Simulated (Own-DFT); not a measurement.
# What a change of functional does to the pressure

Calculated results; nothing here was measured. The program, named Own-DFT, is a retired in-house plane-wave density functional code that no person has reviewed. Each row is one single-point run on a periodic cell that was not relaxed, without spin or spin-orbit coupling.

Known limits, some of them of some rows only: forces on such cells failed a check on a denser k mesh; forces on such cells moved up to 12 meV/angstrom on a denser k mesh; forces on such cells passed a denser k mesh, each cell not checked; stress not checked against mesh or cutoff.

Each cell was run twice at the same cutoff, k mesh and smearing, with PBE and with PBEsol, on PseudoDojo norm-conserving files made for PBE. Atoms were moved at random from their sites; u is the rms move along one axis. Files made for PBEsol would give a somewhat different change.

| cell | atoms | volume (Å³/atom) | u (Å) | cutoff (hartree) | P with PBE (GPa) | P with PBEsol (GPa) | change (GPa) |
|---|---|---|---|---|---|---|---|
| C40 NbSi2 (Nb12Si24) | 36 | 14.64 | 0.019 | 42 | 1.47 | -2.18 | -3.65 |
| C40 NbSi2 (Nb12Si24) | 36 | 14.64 | 0.157 | 42 | 14.51 | 10.83 | -3.68 |
| C40 NbSi2 (Nb12Si24) | 36 | 15.14 | 0.051 | 42 | -2.95 | -6.45 | -3.50 |
| diamond-structure SiGe in ordered layers (Ge8Si56) | 64 | 20.34 | 0.027 | 42 | 2.19 | 0.68 | -1.51 |
| diamond-structure SiGe in ordered layers (Ge8Si56) | 64 | 20.34 | 0.029 | 42 | 2.21 | 0.71 | -1.50 |
| diamond-structure SiGe in ordered layers (Ge8Si56) | 64 | 20.34 | 0.031 | 42 | 2.24 | ? | ? |
| diamond-structure SiGeSn with randomly placed atoms (Ge52Si8Sn4) | 64 | 21.68 | 0.046 | 49 | 9.43 | 6.26 | -3.17 |
| diamond-structure SiGeSn with randomly placed atoms (Ge52Si8Sn4) | 64 | 22.93 | 0.081 | 49 | 5.45 | 2.61 | -2.85 |
| diamond-structure SiGeSn with randomly placed atoms (Ge52Si8Sn4) | 64 | 22.93 | 0.087 | 49 | 5.73 | 2.87 | -2.86 |
| wurtzite AlGaN with randomly placed atoms (Al27Ga9N36) | 72 | 10.47 | 0.046 | 42 | 10.88 | 7.68 | -3.21 |
| wurtzite AlGaN with randomly placed atoms (Al27Ga9N36) | 72 | 10.68 | 0.032 | 42 | 5.17 | 2.06 | -3.11 |
| wurtzite AlGaN with randomly placed atoms (Al27Ga9N36) | 72 | 10.63 | 0.049 | 42 | 7.64 | 4.49 | -3.15 |

## Worked reading

Mean change of pressure by composition, in GPa: NbSi2, -3.61; Al3GaN4, -3.16; Ge13Si2Sn, -2.96; GeSi7, -1.51. At a fixed cell PBEsol gives the lower pressure, because it favours a smaller volume than PBE. Here the change varies more between materials than between cells of one material.

## Withheld value

Question: what PBEsol pressure should the Ge8Si56 cell with the blank give?

Adding the mean change of the cells with its composition, -1.51 GPa, to 2.24 gives 0.7 GPa. The calculation gave 0.74 GPa.
